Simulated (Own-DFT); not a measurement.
# Which defects push the lattice out? 2H SiC

Calculated, not measured: single-point runs of Own-DFT, a retired in-house plane-wave DFT program that no person has reviewed, on unrelaxed cells, without spin or spin-orbit coupling.

Common settings: PBE; PseudoDojo norm-conserving scalar-relativistic files; cutoff 42 hartree; 4 x 4 x 3 k mesh centred on Gamma; Fermi-Dirac smearing of 0.1 eV.

Keep in mind (not all hold for every row): not probed for a lower state with spin; forces on such cells moved up to 12 meV/angstrom on a denser k mesh; forces on such cells passed a denser k mesh, each cell not checked; stress not checked against mesh or cutoff.

All runs share one cell, with vectors in Å (9.248, 0.000, 0.000); (-4.624, 8.009, 0.000); (0.000, 0.000, 10.068) and a volume of 745.7 Å³. u is the rms random offset of the atoms per axis. The defect's site can differ from row to row.

| cell | formula | u (Å) | P (GPa) |
|---|---|---|---|
| no defect | C36Si36 | 0.0297 | 3.84 |
| no defect | C36Si36 | 0.0302 | 3.91 |
| no defect | C36Si36 | 0.0634 | 6.50 |
| one C vacancy | C35Si36 | 0.0289 | 3.49 |
| one C vacancy | C35Si36 | 0.0295 | 3.77 |
| one C vacancy | C35Si36 | 0.0298 | 3.77 |
| one C on a Si site | C37Si35 | 0.0305 | 2.00 |
| one C on a Si site | C37Si35 | 0.0514 | 3.72 |
| one C on a Si site | C37Si35 | 0.0528 | 3.73 |
| two Al on a Si site each | Al2C36Si34 | 0.0297 | 5.88 |
| two Al on a Si site each | Al2C36Si34 | 0.0301 | 5.99 |
| two Al on a Si site each | Al2C36Si34 | 0.0443 | 6.44 |
| one Al on a Si site and one N on a C site | AlC35NSi35 | 0.0312 | ? |
| one Al on a Si site and one N on a C site | AlC35NSi35 | 0.0315 | 4.09 |
| one Al on a Si site and one N on a C site | AlC35NSi35 | 0.0492 | 5.56 |
| one Al on a Si site and one N on a C site | AlC35NSi35 | 0.0524 | 5.48 |

## Analysis

P = P0 + c u² + a shift for each defect gives P0 = 3.12 GPa, c = 843 ± 51 GPa/Å² and a scatter of 0.17 GPa. The shifts, and each times the cell's volume:

- two Al on a Si site each: 1.93 ± 0.14 GPa, 9.0 eV (4.5 eV for each of its 2 sites)
- one Al on a Si site and one N on a C site: 0.20 ± 0.14 GPa, 0.9 eV (not resolved)
- one C vacancy: -0.17 ± 0.15 GPa, -0.8 eV (not resolved)
- one C on a Si site: -1.75 ± 0.14 GPa, -8.1 eV

Positive is outwards. The product with the volume (160.2 GPa Å³ to the eV) is nearly free of the cell's size; divided by the bulk modulus at the cell's pressure it gives the volume that the defect adds. The atoms around the defects weren't relaxed, which would change these numbers.

## Test on the hidden row

The question: what pressure belongs in the blank (one Al on a Si site and one N on a C site, u = 0.0312 Å)?

Estimate: 4.13 ± 0.20 GPa. The hidden result is 4.11 GPa.
